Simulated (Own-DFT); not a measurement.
# How strain changes the stress of wurtzite AlN, 72 atoms (Al36N36)

All numbers below are calculated, not measured. The program, named Own-DFT, is a retired in-house plane-wave density functional code that no person has reviewed. Each row is one single-point run on a periodic cell that was not relaxed, without spin or spin-orbit coupling.

Settings of every run: PBE; PseudoDojo norm-conserving scalar-relativistic files; cutoff 42 hartree; 4 x 4 x 3 k mesh centred on Gamma; Gaussian smearing of 0.01 eV.

Known limits: k mesh not checked against a denser one; stress not checked against mesh or cutoff.

Unstrained cell vectors in Å: (9.336, 0.000, 0.000); (-4.668, 8.085, 0.000); (0.000, 0.000, 9.964). The unstrained cell has measured lattice constants (interpolated for alloys), not those of this functional. That, the random moves and any unrelaxed bonds set the pressure at no strain. Each run strains this cell uniformly, with the atoms carried along. Every atom was also moved at random, by a Gaussian of width 0.05 Å on each axis. Strain is the symmetric tensor, in per cent. Stress is positive in tension, and the pressure is minus a third of its trace.

| run | e_xx (%) | e_yy (%) | e_zz (%) | e_yz (%) | e_xz (%) | e_xy (%) | s_xx (GPa) | s_yy (GPa) | s_zz (GPa) | s_yz (GPa) | s_xz (GPa) | s_xy (GPa) | P (GPa) | E (meV/atom) |
|---|---|---|---|---|---|---|---|---|---|---|---|---|---|---|
| 1 | 1.57 | -1.81 | 0.59 | -1.20 | 1.29 | -0.89 | 1.40 | -11.74 | -5.28 | -3.09 | 3.34 | -3.02 | 5.21 | 18.8 |
| 2 | -1.17 | 0.62 | -1.51 | -0.79 | -1.52 | -1.78 | -13.35 | -8.10 | -11.32 | -2.80 | -3.95 | -8.07 | 10.92 | 53.4 |
| 3 | -0.39 | 0.63 | 1.21 | 0.56 | -0.28 | -1.88 | -5.82 | -2.78 | -1.05 | 1.90 | -0.27 | -8.10 | 3.22 | 21.5 |
| 4 | -0.41 | 0.92 | -1.43 | -0.04 | -1.51 | 1.68 | -7.57 | -3.49 | -12.18 | -0.38 | -3.59 | 5.33 | 7.75 | 28.8 |
| 5 | -1.47 | -0.48 | -1.41 | 1.75 | 1.97 | 1.77 | -16.58 | -10.44 | -14.59 | 5.61 | 4.99 | 7.21 | 13.87 | 48.6 |
| 6 | 0.99 | -0.33 | -0.55 | -0.49 | -1.86 | 1.17 | -4.19 | -7.65 | -6.62 | -2.89 | -4.61 | 5.20 | 6.15 | 46.2 |
| 7 | -1.82 | -0.03 | 0.29 | 1.27 | -0.13 | 1.34 | -16.10 | -7.03 | -7.12 | 3.40 | -0.49 | 5.21 | 10.08 | 49.6 |
| 8 | -0.17 | -0.29 | 1.06 | 1.25 | 1.48 | 1.77 | -6.72 | -7.52 | -1.40 | 3.26 | 3.45 | 6.90 | 5.22 | 43.6 |
| 9 | -0.68 | -1.60 | 0.23 | 0.81 | 1.23 | -1.65 | -12.26 | -14.65 | -7.24 | 2.37 | 4.02 | -7.71 | 11.38 | 57.6 |
| 10 | 1.75 | -0.10 | -1.50 | -0.69 | 0.98 | 0.94 | 1.58 | -5.51 | -13.23 | -2.51 | 2.84 | 2.99 | 5.72 | 29.4 |
| 11 | 1.09 | 1.35 | 1.65 | -1.82 | 0.48 | -1.40 | 1.73 | 1.87 | 3.57 | -4.93 | 0.73 | -3.45 | -2.39 | 15.6 |
| 12 | 1.91 | -0.85 | 0.24 | 0.33 | 0.78 | 0.83 | 3.15 | -6.94 | -4.74 | 1.25 | 2.01 | 3.28 | 2.85 | 0.0 |
| 13 | -0.20 | 0.34 | -1.19 | -0.31 | 0.67 | -1.14 | -7.20 | -7.59 | -8.02 | -0.11 | 1.76 | -3.38 | 7.60 | 24.7 |
| 14 | 0.64 | 1.85 | 1.77 | -0.84 | 0.16 | -1.46 | 1.12 | 3.95 | 3.19 | -1.73 | -0.05 | -3.52 | -2.75 | 9.9 |
| 15 | 1.54 | -0.76 | -1.38 | -1.80 | -1.59 | 0.37 | -1.75 | -8.15 | -9.20 | -3.89 | -4.60 | 1.12 | 6.37 | 15.8 |
| 16 | -0.42 | -0.94 | 0.04 | 0.05 | -0.66 | 0.48 | -9.45 | -9.64 | -9.62 | -0.58 | -0.79 | 4.12 | 9.57 | 47.1 |
| 17 | 1.86 | 1.11 | 1.65 | -0.20 | -1.55 | -0.50 | 2.62 | 1.21 | 5.35 | -0.77 | -4.35 | -1.89 | -3.06 | 14.5 |
| 18 | -0.58 | 1.84 | 0.39 | -1.85 | -1.77 | -0.48 | ? | ? | ? | ? | ? | ? | ? | ? |

E is the free energy for each atom above the lowest run shown.

## Worked fit

Each stress component was fitted by least squares to a constant and the strains of the runs shown, as fractions, with shears doubled. Shear strains stay in the fit of a normal stress only where such slopes are resolved. The slopes, in GPa:

| stress | at no strain | per e_xx | per e_yy | per e_zz | scatter |
|---|---|---|---|---|---|
| s_xx | -6.6 | 503 ± 27 | 108 ± 33 | 81 ± 28 | 1.29 |
| s_yy | -6.3 | 114 ± 21 | 410 ± 25 | 87 ± 22 | 0.98 |
| s_zz | -6.0 | 101 ± 33 | 142 ± 40 | 399 ± 34 | 1.56 |

Each shear stress against twice its own strain: yz 138 ± 16, xz 124 ± 5, xy 215 ± 14 GPa. These are stiffnesses along x, y and z of the frame in which the cell vectors are given, which need not be the crystal's axes. The atoms are held to the strained lattice; where symmetry lets them move under strain, relaxing them would lower some slopes. The table should be nearly symmetric about its diagonal, and what it lacks of that shows the noise. A ninth of its sum, 216 ± 6 GPa, estimates the bulk modulus near the mean pressure of these runs, 5.7 GPa, so it lies above the value at zero pressure.

## Withheld run

Question: what normal stresses and pressure should run 18 give?

The fit gives s_xx = -7.2, s_yy = 0.9, s_zz = -2.5 and P = 2.9 GPa. The calculation gave -8.17, 1.54, -0.98 and P = 2.54 GPa.
